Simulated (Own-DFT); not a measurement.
# Strain and stress in wurtzite GaN, 72 atoms (Ga36N36)

The numbers are computed, not measured, by runs of the plane-wave DFT program Own-DFT (in-house, retired, unreviewed) at fixed positions, with no spin and no spin-orbit coupling.

All runs used: PBE; PseudoDojo norm-conserving scalar-relativistic files; cutoff 42 hartree; 4 x 4 x 3 k mesh centred on Gamma; Fermi-Dirac smearing of 0.1 eV.

Limits: forces not confirmed at this smearing and k mesh; stress not checked against mesh or cutoff.

Unstrained cell vectors in Å: (9.567, 0.000, 0.000); (-4.783, 8.285, 0.000); (0.000, 0.000, 10.370). The unstrained cell has measured lattice constants (interpolated for alloys), not those of this functional. That, the random moves and any unrelaxed bonds set the pressure at no strain. Each run strains this cell uniformly, with the atoms carried along. All atoms carry random offsets, Gaussian with a width of 0.05 Å per axis. Stress is counted positive in tension, P = -(s_xx + s_yy + s_zz)/3, and strain components are those of the symmetric tensor.

```
run  e_xx (%)  e_yy (%)  e_zz (%)  e_yz (%)  e_xz (%)  e_xy (%)  s_xx (GPa)  s_yy (GPa)  s_zz (GPa)  s_yz (GPa)  s_xz (GPa)  s_xy (GPa)  P (GPa)  E (meV/atom)
  1     -1.47      0.27     -0.71      1.51     -1.66     -1.12      -14.25       -6.98      -13.62        2.73       -3.92       -3.88    11.61          25.1
  2      1.97     -1.44     -0.24      0.62     -1.50      0.64       -0.87      -12.45       -9.13        1.41       -2.81        2.40     7.49          29.3
  3     -1.07      0.24     -1.28      1.69      1.66     -0.83      -12.85      -10.77      -14.34        5.15        4.31       -3.95    12.65          45.5
  4      1.24     -0.56      1.98     -0.43      1.74      0.22       -1.60       -6.80        0.99       -0.81        2.52        0.19     2.47           9.7
  5     -1.48     -0.92     -0.15      0.90      0.20     -0.49      -15.04      -15.47       -9.38        1.42        0.22       -2.64    13.30          42.4
  6     -0.79     -1.03      0.41     -1.46     -0.77      1.47      -12.30      -12.54       -7.14       -3.48       -1.99        4.24    10.66          26.1
  7      1.21     -1.38      1.58      0.51     -1.09     -1.71       -2.53      -12.94       -0.14        1.11       -2.39       -4.70     5.20          19.7
  8      0.18     -0.84     -1.33     -0.13      1.43      1.62       -9.56      -13.46      -12.60        0.30        2.44        6.55    11.88          40.1
  9      1.32      0.53      0.14      0.80      0.08      0.63       -0.84       -4.59       -4.81        2.06        0.04        1.57     3.41           0.0
 10      0.12      0.95     -1.37      0.80      0.30     -0.18       -5.79       -4.77      -14.58        2.52        0.41       -0.14     8.38          23.4
 11      0.37     -1.12      0.89     -0.45     -0.37     -1.84       -6.28      -13.56       -6.18       -0.76       -0.34       -5.15     8.67          51.1
 12     -0.04      1.98     -0.09      1.23      0.44     -0.50       -6.10        1.14       -6.85        2.82        0.72       -1.20     3.94           4.4
 13      1.55     -1.08     -0.87      0.31      1.83      0.67       -5.95       -9.82       -9.99        0.66        3.89        3.00     8.59          29.8
 14      0.18      0.47      1.99     -1.87     -1.78     -0.99       -5.74       -4.19        0.87       -4.25       -4.45       -3.55     3.02          15.2
 15     -0.24      1.07      0.32     -1.21      1.02      1.67           ?           ?           ?           ?           ?           ?        ?             ?
```

E is the free energy per atom, counted from the lowest run shown.

## Working it out

Each stress component was fitted by least squares to a constant and the strains of the runs shown, as fractions, with shears doubled. Shear strains stay in the fit of a normal stress only where such slopes are resolved. The slopes, in GPa:

```
stress  at no strain  per e_xx  per e_yy  per e_zz  scatter
  s_xx          -7.8  413 ± 29  130 ± 31   86 ± 27     1.08
  s_yy          -8.1  132 ± 36  472 ± 39   68 ± 34     1.36
  s_zz          -8.0   94 ± 31   48 ± 34  423 ± 29     1.18
```

The slope of each shear stress on twice its own strain, from a fit on all six strains: yz 101 ± 11, xz 104 ± 6, xy 144 ± 14 GPa. These are stiffnesses along x, y and z of the frame in which the cell vectors are given, with the crystal's c axis along z: C11, C12, C13 and C33. Hexagonal symmetry asks that xx and yy behave alike, which is a second check on the noise. No internal relaxation is included, and where it is allowed it would reduce some of the slopes. Symmetry asks for nearly equal slopes across the diagonal; the mismatch is a measure of noise. A ninth of the table's sum, 207 ± 6 GPa, estimates the bulk modulus near the mean pressure of these runs, 7.9 GPa, so it lies above the value at zero pressure.

## Withheld run

The question: what normal stresses and pressure should run 15 give?

Estimate: s_xx = -7.1, s_yy = -3.2, s_zz = -6.4 and P = 5.6 GPa. The run itself gave -6.42, -4.32, -6.96 and P = 5.90 GPa.
